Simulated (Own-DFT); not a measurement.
GaN (wurtzite, strained, atoms displaced) (calculated)

A calculation, not a measurement: plane-wave PBE density functional theory by an unreviewed code, no spin, of a simulated periodic cell, stress positive in tension, free energy of the whole cell less one offset for each atom, forces on such cells passed a denser k mesh, this cell's mesh not checked; offsets are fitted by least squares, one for each functional and potential file, so energies compare only between cells with the same atoms and settings and are not formation energies; the far tail of each file's local potential was reset to the Coulomb form; each entry is a single point on an unrelaxed cell, so the pressure reflects the starting lattice, mostly measured values (interpolated for alloys), from which strain is counted, and rises with the displacements; printed positions are rounded, which can move forces by about a meV/angstrom; the program, named Own-DFT, is a retired in-house code; no spin-orbit coupling. Program: Own-DFT development build.

Settings shared by all entries: functional PBE; potential files PseudoDojo norm-conserving, scalar-relativistic, standard set with the stringent files for Ga; wave cutoff 96 hartree; occupations Gaussian; smearing width 0.01 eV; k mesh 3 x 4 x 3 centred on Gamma.

(1) GaN (wurtzite, strained, atoms displaced)

```
GaN
1.0
     12.9506    -0.0412     0.2236
     -4.8832     8.3386     0.0353
      0.1818     0.1492    10.3977
Ga N Ga N Ga N Ga N Ga N Ga N Ga N Ga N Ga N Ga N Ga N Ga N Ga N Ga N Ga N Ga N Ga N Ga N Ga N Ga N Ga N Ga N Ga N Ga N
2 2 2 2 2 2 2 2 2 2 2 2 2 2 2 2 2 2 2 2 2 2 2 2 2 2 2 2 2 2 2 2 2 2 2 2 2 2 2 2 2 2 2 2 2 2 2 2
Direct
  0.08425 0.22500 0.99926
  0.16578 0.10733 0.25040
  0.08545 0.21848 0.18428
  0.15918 0.10134 0.44097
  0.08208 0.22777 0.50645
  0.17751 0.12302 0.73875
  0.08574 0.21743 0.68990
  0.15782 0.10184 0.93638
  0.09062 0.56014 0.00084
  0.17138 0.45684 0.25252
  0.08220 0.56624 0.18989
  0.17021 0.44513 0.43219
  0.08794 0.56332 0.49686
  0.17134 0.45650 0.74252
  0.08420 0.56021 0.67472
  0.16142 0.44085 0.94837
  0.08705 0.89852 0.00405
  0.16323 0.78088 0.24849
  0.08937 0.89418 0.19821
  0.16193 0.78441 0.43380
  0.08480 0.89555 0.49576
  0.15994 0.77575 0.74344
  0.07802 0.88903 0.69158
  0.16980 0.77739 0.93509
  0.32902 0.22572 0.99714
  0.42120 0.12700 0.24682
  0.33437 0.22309 0.18937
  0.41112 0.11248 0.43735
  0.33394 0.21696 0.50365
  0.42429 0.11144 0.75327
  0.33138 0.22194 0.69005
  0.41480 0.11400 0.93804
  0.33483 0.55858 0.99605
  0.40913 0.44022 0.25435
  0.33061 0.56244 0.17974
  0.41110 0.43901 0.44791
  0.32573 0.55302 0.49649
  0.41192 0.43568 0.75125
  0.32969 0.54887 0.69331
  0.41783 0.44770 0.94210
  0.33842 0.89384 0.00055
  0.41629 0.78605 0.24007
  0.33268 0.87755 0.19323
  0.41908 0.78747 0.43459
  0.32286 0.88198 0.50137
  0.42459 0.77587 0.74409
  0.33045 0.89143 0.68401
  0.41877 0.77614 0.93894
  0.58796 0.21424 0.00108
  0.66601 0.11333 0.25164
  0.58330 0.22128 0.18338
  0.66757 0.10929 0.43420
  0.58542 0.21998 0.50064
  0.66318 0.11265 0.75068
  0.58066 0.22148 0.69117
  0.67290 0.11116 0.93526
  0.58301 0.55628 0.00087
  0.66518 0.44896 0.25263
  0.58600 0.55825 0.18961
  0.66022 0.43764 0.43913
  0.57821 0.54707 0.49690
  0.66827 0.43436 0.74382
  0.58109 0.54445 0.68650
  0.66289 0.43797 0.93588
  0.58259 0.89496 0.99798
  0.66719 0.77526 0.25408
  0.59359 0.89257 0.19419
  0.66550 0.77050 0.43438
  0.58551 0.88445 0.50628
  0.67142 0.78612 0.74626
  0.56869 0.87737 0.68096
  0.67044 0.77623 0.93583
  0.82838 0.21751 0.99936
  0.92200 0.11190 0.25268
  0.83173 0.21838 0.18437
  0.92045 0.11828 0.44947
  0.83450 0.22424 0.49445
  0.92166 0.10454 0.74624
  0.83268 0.22893 0.68558
  0.91874 0.11326 0.94360
  0.82575 0.54864 0.00175
  0.92162 0.44830 0.24699
  0.83027 0.56122 0.18898
  0.91383 0.44787 0.44378
  0.83825 0.55191 0.49933
  0.91158 0.43304 0.75096
  0.82878 0.55543 0.68531
  0.91200 0.43401 0.93713
  0.82729 0.88264 0.99681
  0.92101 0.77700 0.25731
  0.84063 0.89190 0.18985
  0.91962 0.77667 0.43269
  0.83385 0.89381 0.50140
  0.91348 0.76966 0.74110
  0.83862 0.89924 0.68804
  0.91084 0.77088 0.93883
```

| Quantity | Value |
| --- | --- |
| free energy of cell above offsets | -3.930 eV |
| pressure | 3.34 GPa |
| stress xx | -1.08 GPa |
| stress yy | -4.34 GPa |
| stress zz | -4.62 GPa |
| stress yz | 3.23 GPa |
| stress xz | 3.98 GPa |
| stress xy | -1.39 GPa |

Force:
```
element  x (eV/Å)  y (eV/Å)  z (eV/Å)
     Ga    -0.394    -1.336     -0.01
     Ga    -0.367     1.145     0.554
      N     0.101     1.126     1.258
      N      0.17     3.349    -0.402
     Ga     1.009    -0.734    -0.871
     Ga    -2.499    -2.865     2.002
      N    -0.297     1.742    -0.078
      N     0.941     2.691    -0.672
     Ga    -1.642    -0.275    -0.122
     Ga    -0.588    -1.199    -1.822
      N     1.283    -0.757    -0.123
      N     -1.25     0.067     1.162
     Ga     -0.78    -0.509    -1.315
     Ga    -1.638    -1.545     1.588
      N     0.103    -0.742     2.152
      N     1.233      1.22    -1.996
     Ga    -0.355    -2.796    -0.171
     Ga     1.224     0.217     0.153
      N    -0.648    -0.474    -1.767
      N      1.06    -0.725     0.477
     Ga    -0.698    -2.075     1.391
     Ga     0.337     0.684     0.873
      N     0.952     0.496    -1.059
      N    -0.348     0.607     0.253
     Ga     0.154    -0.731     0.304
     Ga      0.21    -1.885     0.645
      N    -0.616     0.252    -0.511
      N     1.535    -0.326    -0.092
     Ga    -1.176     0.016    -0.402
     Ga    -2.458    -1.165    -0.187
      N     2.768     0.456    -0.355
      N     0.786     0.112     0.497
     Ga    -0.523    -0.877     0.046
     Ga     0.235     0.975    -0.343
      N     1.305    -0.314     1.301
      N    -0.359      0.51    -1.218
     Ga     1.585     1.302     0.437
     Ga     0.671      1.17     0.038
      N     1.152     0.995    -0.978
      N    -0.184    -0.111    -0.627
     Ga    -0.795    -0.848    -0.054
     Ga      2.57    -0.983     1.697
      N    -2.261     2.595    -1.491
      N    -0.034    -1.085     0.402
     Ga     1.019     0.896    -1.023
     Ga     -5.02    -2.089     1.837
      N     0.734    -0.268     0.971
      N    -0.051      1.21    -0.827
     Ga    -1.548     1.012    -0.635
     Ga     0.326    -0.236     -0.53
      N     0.488     0.361     0.879
      N     0.075     0.125     1.381
     Ga      -0.8    -0.759    -0.503
     Ga      0.86    -0.267    -0.786
      N     1.508    -0.549    -1.022
      N    -1.321    -0.462    -0.368
     Ga     0.407    -0.557    -0.239
     Ga     0.419     -0.48    -0.362
      N    -0.998    -0.547     0.088
      N     0.957     0.487     0.013
     Ga     0.041     0.231     0.789
     Ga    -1.622     1.475     1.215
      N    -0.231     1.031     0.266
      N     0.072    -0.099     0.071
     Ga     1.292     -1.47     0.969
     Ga     0.657     0.623    -1.234
      N    -1.498    -0.144    -1.361
      N     0.095     0.767     1.845
     Ga    -0.809    -0.075    -3.211
     Ga    -0.281    -1.681     0.244
      N      4.84     3.131     1.013
      N    -1.695     0.309    -0.394
     Ga     1.887     0.146     0.212
     Ga    -0.672     -0.23    -0.517
      N     0.455     0.817     1.212
      N    -0.122    -0.255    -1.403
     Ga    -0.673    -0.004     0.637
     Ga    -1.143     1.904     1.846
      N       0.3    -2.149    -0.314
      N    -0.353     -0.52    -1.199
     Ga     0.611     0.383    -0.463
     Ga    -1.847    -0.883      0.15
      N     1.156    -0.711      0.31
      N     2.343    -0.674    -1.656
     Ga     -2.41     1.048     0.017
     Ga     0.036     1.818     0.126
      N     1.387     -0.47     -0.18
      N     0.109     1.533     0.206
     Ga     1.486     0.892     0.887
     Ga    -1.079       0.2    -2.291
      N    -0.457    -0.425     0.266
      N    -0.778     0.191     2.608
     Ga      0.46    -1.086    -0.846
     Ga    -0.423     0.684     1.834
      N    -0.293    -2.011    -0.693
      N     0.631     0.455    -0.397
```

(2) GaN (wurtzite, strained, atoms displaced)

```
GaN
1.0
     12.6025    -0.0396    -0.2165
     -4.7516     8.3413    -0.0762
     -0.1760    -0.1969    10.3380
Ga N Ga N Ga N Ga N Ga N Ga N Ga N Ga N Ga N Ga N Ga N Ga N Ga N Ga N Ga N Ga N Ga N Ga N Ga N Ga N Ga N Ga N Ga N Ga N
2 2 2 2 2 2 2 2 2 2 2 2 2 2 2 2 2 2 2 2 2 2 2 2 2 2 2 2 2 2 2 2 2 2 2 2 2 2 2 2 2 2 2 2 2 2 2 2
Direct
  0.09075 0.22680 0.99463
  0.15644 0.10633 0.24398
  0.08600 0.22356 0.18743
  0.16372 0.11336 0.43974
  0.08601 0.23062 0.49950
  0.16974 0.11273 0.74457
  0.07934 0.22889 0.67881
  0.16642 0.11717 0.93904
  0.08087 0.55364 0.99530
  0.16821 0.44515 0.25026
  0.07684 0.55749 0.17808
  0.16233 0.44672 0.43923
  0.07806 0.55680 0.50649
  0.17212 0.44441 0.75302
  0.07264 0.54525 0.68974
  0.16242 0.44289 0.93604
  0.08908 0.89261 0.99967
  0.16516 0.77000 0.24808
  0.08113 0.89527 0.18735
  0.17295 0.78169 0.43961
  0.08627 0.89675 0.49732
  0.16433 0.78006 0.74663
  0.08028 0.88533 0.68404
  0.16901 0.77755 0.93386
  0.33945 0.23577 0.00907
  0.41739 0.12232 0.25064
  0.33860 0.21758 0.18870
  0.41327 0.11867 0.43475
  0.32843 0.22147 0.49487
  0.41224 0.09847 0.74944
  0.32244 0.21539 0.68959
  0.41890 0.11223 0.94045
  0.33817 0.55399 0.99894
  0.42157 0.45164 0.24958
  0.32483 0.55694 0.19502
  0.41905 0.44476 0.43975
  0.33204 0.55736 0.50173
  0.41369 0.43982 0.75096
  0.34250 0.55946 0.67639
  0.42120 0.45083 0.93830
  0.33714 0.89699 0.99541
  0.40884 0.76413 0.24048
  0.32399 0.88153 0.18153
  0.41724 0.77681 0.44379
  0.33174 0.89193 0.49668
  0.42357 0.78273 0.76291
  0.33180 0.88906 0.69046
  0.42132 0.77951 0.93794
  0.58446 0.22710 0.99717
  0.66561 0.10754 0.25558
  0.58230 0.21488 0.18502
  0.66084 0.11077 0.43925
  0.58568 0.21723 0.50548
  0.66446 0.11694 0.75527
  0.58998 0.21885 0.68538
  0.66634 0.11200 0.93128
  0.57836 0.54989 0.00266
  0.66470 0.43995 0.25699
  0.57654 0.56373 0.18848
  0.67104 0.44310 0.43543
  0.58647 0.55379 0.50699
  0.66672 0.43776 0.74428
  0.57752 0.55659 0.69583
  0.66496 0.44555 0.93810
  0.59103 0.89059 0.00382
  0.66465 0.77223 0.25177
  0.58457 0.89053 0.18906
  0.65944 0.77056 0.44172
  0.58019 0.89136 0.49945
  0.66721 0.77116 0.75459
  0.58345 0.88836 0.68860
  0.66147 0.77629 0.93390
  0.83952 0.21217 0.00109
  0.91760 0.10232 0.25351
  0.83439 0.22796 0.18959
  0.91357 0.10769 0.43966
  0.83409 0.21710 0.50089
  0.91885 0.11632 0.74836
  0.83317 0.21298 0.68689
  0.91560 0.10834 0.94076
  0.84588 0.55586 0.99481
  0.91101 0.44529 0.25011
  0.82778 0.54834 0.18270
  0.92114 0.44647 0.44005
  0.83502 0.55785 0.49640
  0.91640 0.44385 0.74696
  0.82263 0.54682 0.68677
  0.92165 0.44386 0.94156
  0.83379 0.89519 0.99778
  0.91697 0.78611 0.24762
  0.83716 0.89210 0.19366
  0.92030 0.77976 0.44214
  0.83716 0.88968 0.49874
  0.91849 0.78461 0.74759
  0.83234 0.89114 0.69136
  0.91812 0.78650 0.93994
```

| Quantity | Value |
| --- | --- |
| free energy of cell above offsets | -3.158 eV |
| pressure | 9.41 GPa |
| stress xx | -11.85 GPa |
| stress yy | -6.64 GPa |
| stress zz | -9.75 GPa |
| stress yz | -4.05 GPa |
| stress xz | -2.93 GPa |
| stress xy | -1.05 GPa |

Force:
```
element  x (eV/Å)  y (eV/Å)  z (eV/Å)
     Ga    -1.502    -0.023     0.983
     Ga     2.081     1.031      1.24
      N    -1.139     0.505    -0.499
      N    -0.608    -0.326     -1.05
     Ga    -0.321    -0.137    -0.817
     Ga    -2.402    -0.898     1.043
      N     1.258    -0.674     1.948
      N     1.673    -0.644    -0.707
     Ga     1.541     1.573     0.322
     Ga    -2.287    -0.407     0.454
      N     0.664    -0.908      1.49
      N     0.191     0.059    -0.355
     Ga     1.819     0.964    -0.475
     Ga    -0.433      0.73    -1.421
      N      1.95     1.699     0.188
      N     1.354     0.257     0.335
     Ga    -0.286      0.15     -0.24
     Ga    -0.669     0.864     0.143
      N      0.85    -1.597    -0.089
      N    -2.392    -1.229    -0.527
     Ga     0.902    -0.358     -0.03
     Ga     0.517    -0.906     0.158
      N    -0.112     0.737     0.236
      N    -0.679    -0.091     0.042
     Ga     0.182     -1.36    -1.631
     Ga     2.683    -2.699     0.188
      N    -3.512      2.16    -0.184
      N     1.178    -0.803     0.954
     Ga     0.606     1.096     0.683
     Ga    -0.238     2.284     0.356
      N     2.913     1.155    -0.901
      N    -1.173     0.387    -0.797
     Ga    -1.702     0.943     0.412
     Ga    -1.367    -1.236     1.306
      N     2.211    -2.206    -2.203
      N    -0.617    -0.303    -0.367
     Ga     0.538     0.299    -1.879
     Ga     0.022     0.009    -0.694
      N     -1.46    -0.281     3.788
      N    -1.437    -1.585    -0.226
     Ga     0.246    -0.792       0.7
     Ga    -0.097     3.993     1.783
      N     1.143     0.994     0.624
      N     -1.43    -0.214    -1.675
     Ga      2.01     0.753     0.515
     Ga     0.015    -0.322    -3.247
      N      0.34    -1.396    -0.583
      N      -0.6    -0.618     2.069
     Ga     1.239     0.158     0.493
     Ga     0.103     0.605    -0.964
      N    -0.531     0.802     0.554
      N      1.54    -0.481     -0.09
     Ga    -1.497     0.881    -1.295
     Ga     2.657    -1.928    -1.283
      N    -2.943     0.363     0.341
      N     0.389    -0.096     2.482
     Ga     2.388     1.793    -0.225
     Ga    -0.048     0.036    -2.275
      N     1.921      -1.4    -0.585
      N    -1.185    -0.509     1.417
     Ga    -0.454     0.215    -0.243
     Ga    -1.772      0.48     1.519
      N     1.493    -1.442    -0.908
      N     0.648     0.051    -0.324
     Ga     -1.01     0.954    -0.382
     Ga    -0.059     1.739     0.801
      N    -0.123    -0.825     0.174
      N     1.017     0.604    -0.275
     Ga     1.055    -0.239     0.868
     Ga     -0.76     1.514    -1.287
      N     0.117     0.387     0.378
      N     1.239    -0.506     1.741
     Ga    -2.639     1.763     0.631
     Ga    -0.978      2.48     -0.16
      N      0.56    -1.684     0.169
      N     0.544    -0.159    -0.312
     Ga    -0.694      0.71    -0.056
     Ga     0.432    -0.868     0.369
      N    -1.584     1.314     0.182
      N     1.556     0.058    -1.024
     Ga    -2.601     0.597     0.488
     Ga     1.137     0.159    -0.012
      N    -0.651     1.452     0.656
      N    -1.876    -1.146     -0.61
     Ga     0.772     0.135     0.623
     Ga     -1.13    -1.134     0.614
      N     1.842     1.593    -0.325
      N    -1.117    -1.869    -1.781
     Ga     0.223    -1.169     0.448
     Ga     1.269     -2.11     0.363
      N    -1.747     -0.92    -1.379
      N    -0.595    -0.535    -1.048
     Ga    -1.175     -0.29     0.658
     Ga     -0.26    -1.011     0.466
      N     0.251    -0.141     -0.53
      N      0.61    -1.007     -0.43
```
